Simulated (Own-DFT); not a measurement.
Hf₃₆O₇₁ (tetragonal hafnia with one neutral oxygen vacancy, atoms displaced) (calculated)

All values are calculated (Own-DFT development build). A calculation, not a measurement: plane-wave PBE and HSE06 DFT by an unreviewed code, no spin, of a simulated cell at Gamma alone, so results move with cell size and shape, stress positive in tension, energies less offsets, not probed for a lower state with spin; hafnium file: forces about 75 meV/angstrom off all-electron values; oxygen file: force components 24 meV/angstrom off all-electron in a glass; k mesh not checked against a denser one; forces and stress are PBE's, HSE06 gives the energy alone, and its difference from PBE has offsets of its own; offsets are fitted by least squares, one for each functional and potential file, so energies compare only between cells with the same atoms and settings and are not formation energies; the far tail of each file's local potential was reset to the Coulomb form; each entry is a single point on an unrelaxed cell, so the pressure reflects the starting lattice, taken from the Materials Project, from which strain is counted, and rises with the displacements; printed positions are rounded, which can move forces by about a meV/angstrom; the program is a retired in-house code; no spin-orbit coupling.

### Hf₃₆O₇₁ (tetragonal hafnia with one neutral oxygen vacancy, atoms displaced)

```cif
# cell vector a (Å): 10.7800 0.0000 0.0000
# cell vector b (Å): 0.0000 10.7800 0.0000
# cell vector c (Å): 0.0000 0.0000 10.4493
data_Hf36O71
_symmetry_space_group_name_H-M 'P 1'
_symmetry_Int_Tables_number 1
_cell_length_a 10.7800
_cell_length_b 10.7800
_cell_length_c 10.4493
_cell_angle_alpha 90.000
_cell_angle_beta 90.000
_cell_angle_gamma 90.000
_cell_volume 1214.30
loop_
_atom_site_label
_atom_site_type_symbol
_atom_site_fract_x
_atom_site_fract_y
_atom_site_fract_z
_atom_site_occupancy
Hf1 Hf 0.99882 0.99757 0.00501 1
Hf2 Hf 0.16529 0.16446 0.24697 1
O1 O 0.00294 0.17288 0.15347 1
O2 O 0.16321 0.00356 0.35078 1
O3 O 0.00407 0.16612 0.40455 1
O4 O 0.17041 0.99962 0.09377 1
Hf3 Hf 0.99962 0.99697 0.49943 1
Hf4 Hf 0.16457 0.16964 0.74940 1
O5 O 0.99532 0.16313 0.65307 1
O6 O 0.16340 0.99625 0.84933 1
O7 O 0.99949 0.16796 0.90428 1
O8 O 0.16806 0.99618 0.59402 1
Hf5 Hf 0.99790 0.33568 0.99957 1
Hf6 Hf 0.16920 0.49970 0.24769 1
O9 O 0.00334 0.50193 0.15157 1
O10 O 0.16347 0.33071 0.34595 1
O11 O 0.00171 0.50387 0.40005 1
O12 O 0.17021 0.33270 0.09799 1
Hf7 Hf 0.99846 0.33282 0.50478 1
Hf8 Hf 0.16495 0.49688 0.75289 1
O13 O 0.00154 0.49955 0.65200 1
O14 O 0.16526 0.33671 0.84795 1
O15 O 0.00227 0.49930 0.90084 1
O16 O 0.16835 0.33758 0.60125 1
Hf9 Hf 0.00314 0.66629 0.99790 1
Hf10 Hf 0.16821 0.83775 0.24833 1
O17 O 0.00424 0.83611 0.15070 1
O18 O 0.16695 0.66561 0.34983 1
O19 O 0.99667 0.83737 0.40018 1
O20 O 0.16700 0.66525 0.09817 1
Hf11 Hf 0.00177 0.66283 0.50174 1
Hf12 Hf 0.16464 0.83801 0.74223 1
O21 O 0.99850 0.82992 0.65474 1
O22 O 0.16618 0.66788 0.84856 1
O23 O 0.00329 0.83156 0.90407 1
O24 O 0.17010 0.66497 0.59796 1
Hf13 Hf 0.33101 0.00336 0.00117 1
Hf14 Hf 0.49931 0.16407 0.24955 1
O25 O 0.33315 0.16957 0.15588 1
O26 O 0.49837 0.99967 0.34939 1
O27 O 0.33049 0.16603 0.39851 1
O28 O 0.50125 0.99606 0.09846 1
Hf15 Hf 0.33657 0.99750 0.49761 1
Hf16 Hf 0.49861 0.16705 0.74965 1
O29 O 0.33079 0.16667 0.64880 1
O30 O 0.50258 0.99841 0.85581 1
O31 O 0.33130 0.16543 0.90439 1
O32 O 0.50422 0.00153 0.60037 1
Hf17 Hf 0.33248 0.33081 0.99865 1
Hf18 Hf 0.49735 0.50041 0.24821 1
O33 O 0.33175 0.50092 0.15291 1
O34 O 0.50075 0.33224 0.34585 1
O35 O 0.33462 0.50141 0.40772 1
O36 O 0.49649 0.33554 0.09183 1
Hf19 Hf 0.33276 0.33596 0.49883 1
Hf20 Hf 0.49648 0.50261 0.74941 1
O37 O 0.33230 0.50148 0.65368 1
O38 O 0.49198 0.33309 0.85107 1
O39 O 0.33036 0.49903 0.89920 1
O40 O 0.50034 0.33383 0.59593 1
Hf21 Hf 0.33063 0.66914 0.99702 1
Hf22 Hf 0.49945 0.83224 0.24900 1
O41 O 0.33130 0.83404 0.14981 1
O42 O 0.50049 0.67126 0.34946 1
O43 O 0.33419 0.82939 0.40470 1
O44 O 0.49827 0.66431 0.09884 1
Hf23 Hf 0.33072 0.66628 0.50045 1
Hf24 Hf 0.50010 0.83553 0.75418 1
O45 O 0.33806 0.83160 0.65494 1
O46 O 0.50212 0.66204 0.84843 1
O47 O 0.33357 0.82933 0.89921 1
O48 O 0.50109 0.66649 0.59927 1
Hf25 Hf 0.66939 0.00481 0.00130 1
Hf26 Hf 0.83200 0.16770 0.25475 1
O49 O 0.66891 0.16968 0.14970 1
O50 O 0.82793 0.99863 0.34826 1
O51 O 0.67161 0.16311 0.39881 1
O52 O 0.83449 0.99626 0.10360 1
Hf27 Hf 0.66696 0.00030 0.50427 1
Hf28 Hf 0.83198 0.16869 0.75045 1
O53 O 0.66914 0.16466 0.65066 1
O54 O 0.82978 0.00066 0.84548 1
O55 O 0.83504 0.99730 0.59964 1
Hf29 Hf 0.66564 0.33743 0.00355 1
Hf30 Hf 0.83681 0.49826 0.25051 1
O56 O 0.66260 0.49953 0.15154 1
O57 O 0.83554 0.33314 0.35234 1
O58 O 0.66988 0.50365 0.40411 1
O59 O 0.83379 0.33234 0.10292 1
Hf31 Hf 0.66231 0.33159 0.49948 1
Hf32 Hf 0.82781 0.49957 0.74962 1
O60 O 0.66266 0.49772 0.65427 1
O61 O 0.82842 0.33328 0.85010 1
O62 O 0.66703 0.49599 0.90730 1
O63 O 0.83664 0.33131 0.60332 1
Hf33 Hf 0.67222 0.66571 0.99861 1
Hf34 Hf 0.83470 0.82999 0.25227 1
O64 O 0.66189 0.83482 0.15307 1
O65 O 0.83434 0.66635 0.34936 1
O66 O 0.66707 0.83217 0.39993 1
O67 O 0.83065 0.66538 0.10385 1
Hf35 Hf 0.66584 0.67237 0.49804 1
Hf36 Hf 0.83426 0.83298 0.75132 1
O68 O 0.66247 0.83953 0.65060 1
O69 O 0.83319 0.66379 0.84361 1
O70 O 0.66693 0.83054 0.90554 1
O71 O 0.83288 0.66205 0.59985 1
```

* first functional: PBE
* second functional: HSE06
* exact exchange share: 0.25
* screening: 0.11 1/bohr
* exchange divergence: Gygi-Baldereschi
* potential files: PseudoDojo norm-conserving, scalar-relativistic, made for PBE, standard set
* wave cutoff: 48 hartree
* occupations: fixed
* k mesh: 1 x 1 x 1 centred on Gamma
* PBE energy of cell above offsets: -101.206 eV
* HSE06 less PBE above offsets: -0.160 eV
* PBE pressure: 0.44 GPa
* PBE stress xx: -0.44 GPa
* PBE stress yy: -0.01 GPa
* PBE stress zz: -0.85 GPa
* PBE stress yz: 0.28 GPa
* PBE stress xz: 0.27 GPa
* PBE stress xy: 0.05 GPa

Force:
```csv
element,x (eV/Å),y (eV/Å),z (eV/Å)
Hf,0.096,0.296,-0.688
Hf,0.189,1.01,0.963
O,-0.879,-0.648,-0.122
O,0.401,-1.062,-0.732
O,-0.6,-0.106,0.214
O,-1.039,0.245,0.943
Hf,-0.143,0.81,-0.158
Hf,-0.157,-0.428,0.241
O,1.393,0.271,0.072
O,0.197,0.944,-0.58
O,0.088,-0.224,0.027
O,-0.12,-0.259,0.486
Hf,0.432,-0.552,0.599
Hf,-0.465,-0.164,0.507
O,-0.494,-0.199,-0.163
O,0.341,0.655,0.159
O,-0.284,-0.985,0.347
O,-0.84,0.154,-0.353
Hf,0.402,0.196,-0.809
Hf,0.541,1.205,-0.251
O,-0.615,0.1,-0.058
O,-0.067,-1.422,0.148
O,-0.324,0.159,0.18
O,-0.381,-0.474,-0.238
Hf,0.227,-0.248,0.305
Hf,-0.006,-0.803,0.686
O,-0.396,-0.074,0.107
O,0.018,0.636,-0.444
O,0.15,-1.089,0.215
O,-0.201,0.131,-0.05
Hf,-0.188,0.33,-0.193
Hf,0.956,-0.811,1.129
O,-0.024,0.078,-0.482
O,-0.314,0.058,-0.286
O,-0.79,0.45,-0.117
O,-0.896,0.408,0.064
Hf,1.331,-1.247,-0.51
Hf,0.022,-0.048,-0.032
O,0.389,-0.489,-0.743
O,-0.118,0.049,0.097
O,0.479,0.06,0.655
O,-0.338,0.78,0.047
Hf,0.084,0.533,0.083
Hf,0.157,-0.082,0.346
O,0.061,-0.088,0.572
O,0.199,1.007,-0.789
O,-0.276,-0.128,-0.662
O,-1.193,0.292,0.073
Hf,0.117,0.92,-0.118
Hf,0.399,0.843,0.022
O,0.345,-0.117,0.124
O,0.225,-0.035,0.096
O,0.056,-0.453,-0.842
O,0.373,-0.119,0.852
Hf,-0.311,-0.789,-0.011
Hf,-0.231,-0.168,0.155
O,0.083,-0.251,-0.193
O,0.708,-0.449,-0.971
O,-0.04,0.214,0.568
O,-0.336,-0.431,0.105
Hf,0.521,-0.661,0.044
Hf,0.185,-0.107,-0.367
O,0.058,0.061,0.294
O,-0.039,-1.08,-0.217
O,-0.36,1.074,-0.387
O,0.133,0.139,-0.349
Hf,0.893,-0.002,0.488
Hf,0.058,-0.834,0.163
O,-0.6,0.436,-0.417
O,0.037,0.804,0.003
O,0.201,1.195,0.317
O,-0.079,-0.116,-0.224
Hf,-0.493,-0.316,-0.113
Hf,0.362,-0.253,-0.17
O,-0.441,-0.317,-0.114
O,0.457,0.168,0
O,-0.433,0.803,0.398
O,0.029,0.284,-0.641
Hf,0.744,-0.601,-0.52
Hf,0.02,-0.01,0.344
O,-0.711,0.308,0.494
O,-0.161,-0.018,0.724
O,-0.181,-0.165,-0.191
Hf,0.087,-1.147,-0.018
Hf,-0.566,0.307,0.213
O,0.767,-0.314,0.496
O,0.01,0.122,-0.015
O,-0.219,-0.79,0.067
O,0.024,0.488,-0.243
Hf,0.918,0.724,-0.224
Hf,0.264,-0.284,-0.627
O,0.488,-0.32,0.115
O,-0.002,-0.155,0.248
O,0.271,0.883,-0.727
O,-0.956,0.193,-0.382
Hf,-1.49,0.041,0.718
Hf,-0.601,0.454,-0.189
O,1.088,-0.273,0.188
O,0.198,-0.091,-0.038
O,0.092,0.69,0.208
O,0.985,0.157,-0.672
Hf,-0.232,-0.797,0.363
Hf,-0.873,0.139,-0.359
O,1.012,-0.434,0.366
O,-0.064,0.382,0.906
O,0.349,0.508,-0.275
O,-0.141,0.331,-0.275
```
